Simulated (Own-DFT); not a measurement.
# Which defects push the lattice out? zincblende GaAs

The numbers are computed, not measured, by runs of the plane-wave DFT program Own-DFT (in-house, retired, unreviewed) at fixed positions, with no spin and no spin-orbit coupling.

All runs used: PBE; PseudoDojo norm-conserving scalar-relativistic files; cutoff 42 hartree; 3 x 3 x 3 k mesh centred on Gamma; Fermi-Dirac smearing of 0.1 eV.

Keep in mind (not all hold for every row): not probed for a lower state with spin; forces not confirmed at this smearing and k mesh; stress not checked against mesh or cutoff.

All runs share one cell, with vectors in Å (11.737, 0.000, 0.000); (0.000, 11.737, 0.000); (0.000, 0.000, 10.833) and a volume of 1492.4 Å³, strained against the parent crystal. u is the rms random offset of the atoms per axis. The defect's site can differ from row to row.

```
                             cell     formula   u (Å)  P (GPa)
                        no defect    As32Ga32  0.0306     1.26
                        no defect    As32Ga32  0.0490     1.59
                        no defect    As32Ga32  0.0523     1.58
              one Al on a Ga site  AlAs32Ga31  0.0293     1.22
              one Al on a Ga site  AlAs32Ga31  0.0299     1.27
              one Al on a Ga site  AlAs32Ga31  0.0467     1.51
one As vacancy and one Ga vacancy    As31Ga31  0.0291     0.92
one As vacancy and one Ga vacancy    As31Ga31  0.0330        ?
one As vacancy and one Ga vacancy    As31Ga31  0.0462     1.08
one As vacancy and one Ga vacancy    As31Ga31  0.0530     1.22
```

## Worked fit

P = P0 + c u² + a shift for each defect gives P0 = 1.12 GPa, c = 178 ± 17 GPa/Å² and a scatter of 0.04 GPa. The shifts, and each times the cell's volume:

- one Al on a Ga site: -0.02 ± 0.03 GPa, -0.2 eV (not resolved)
- one As vacancy and one Ga vacancy: -0.39 ± 0.03 GPa, -3.6 eV

Positive is outwards. The product with the volume (160.2 GPa Å³ to the eV) is nearly free of the cell's size; divided by the bulk modulus at the cell's pressure it gives the volume that the defect adds. The atoms around the defects weren't relaxed, which would change these numbers.

## Withheld run

Question: what pressure belongs in the blank (one As vacancy and one Ga vacancy, u = 0.0330 Å)?

The fit gives 0.93 ± 0.05 GPa. The run itself gave 0.91 GPa.
